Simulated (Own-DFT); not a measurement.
# Point defects and the pressure they add: 2H SiC

Calculated, not measured: single-point runs of Own-DFT, a retired in-house plane-wave DFT program that no person has reviewed, on unrelaxed cells, without spin or spin-orbit coupling.

Settings: PBE; PseudoDojo norm-conserving scalar-relativistic files; cutoff 42 hartree; 4 x 4 x 3 k mesh centred on Gamma; Fermi-Dirac smearing of 0.1 eV.

Known weak points (not all hold for every row): not probed for a lower state with spin; forces on such cells moved up to 12 meV/angstrom on a denser k mesh; forces on such cells passed a denser k mesh, each cell not checked; stress not checked against mesh or cutoff.

All runs share one cell, with vectors in Å (9.248, 0.000, 0.000); (-4.624, 8.009, 0.000); (0.000, 0.000, 10.068) and a volume of 745.7 Å³. The atoms are randomly displaced, by u rms on each axis. The defect's site can differ from row to row.

| cell | formula | u (Å) | P (GPa) |
|---|---|---|---|
| no defect | C36Si36 | 0.0295 | 3.80 |
| no defect | C36Si36 | 0.0321 | 3.92 |
| no defect | C36Si36 | 0.0554 | 5.91 |
| two Al on a Si site each | Al2C36Si34 | 0.0284 | 5.75 |
| two Al on a Si site each | Al2C36Si34 | 0.0288 | 5.85 |
| two Al on a Si site each | Al2C36Si34 | 0.0471 | 7.12 |
| one Al on a Si site and one N on a C site | AlC35NSi35 | 0.0301 | 4.09 |
| one Al on a Si site and one N on a C site | AlC35NSi35 | 0.0304 | 4.03 |
| one Al on a Si site and one N on a C site | AlC35NSi35 | 0.0517 | 5.84 |
| one Al on a Si site and one N on a C site | AlC35NSi35 | 0.0525 | ? |
| one Si on a C site | C35Si37 | 0.0286 | 10.78 |
| one Si on a C site | C35Si37 | 0.0485 | 11.23 |
| one Si on a C site | C35Si37 | 0.0498 | 11.92 |
| one C vacancy | C35Si36 | 0.0296 | 3.78 |
| one C vacancy | C35Si36 | 0.0297 | 3.73 |
| one C vacancy | C35Si36 | 0.0309 | 3.74 |

## What the rows give

P = P0 + c u² + a shift for each defect gives P0 = 3.09 GPa, c = 880 ± 82 GPa/Å² and a scatter of 0.23 GPa. The shifts, and each times the cell's volume:

- one Si on a C site: 6.57 ± 0.19 GPa, 30.6 eV
- two Al on a Si site each: 2.02 ± 0.19 GPa, 9.4 eV (4.7 eV for each of its 2 sites)
- one Al on a Si site and one N on a C site: 0.25 ± 0.19 GPa, 1.1 eV (not resolved)
- one C vacancy: -0.14 ± 0.20 GPa, -0.6 eV (not resolved)

Positive is outwards. The product with the volume (160.2 GPa Å³ to the eV) is nearly free of the cell's size; divided by the bulk modulus at the cell's pressure it gives the volume that the defect adds. The atoms around the defects weren't relaxed, which would change these numbers.

## Test on the hidden row

The question: what pressure belongs in the blank (one Al on a Si site and one N on a C site, u = 0.0525 Å)?

The fit gives 5.76 ± 0.29 GPa. Computed: 5.95 GPa.
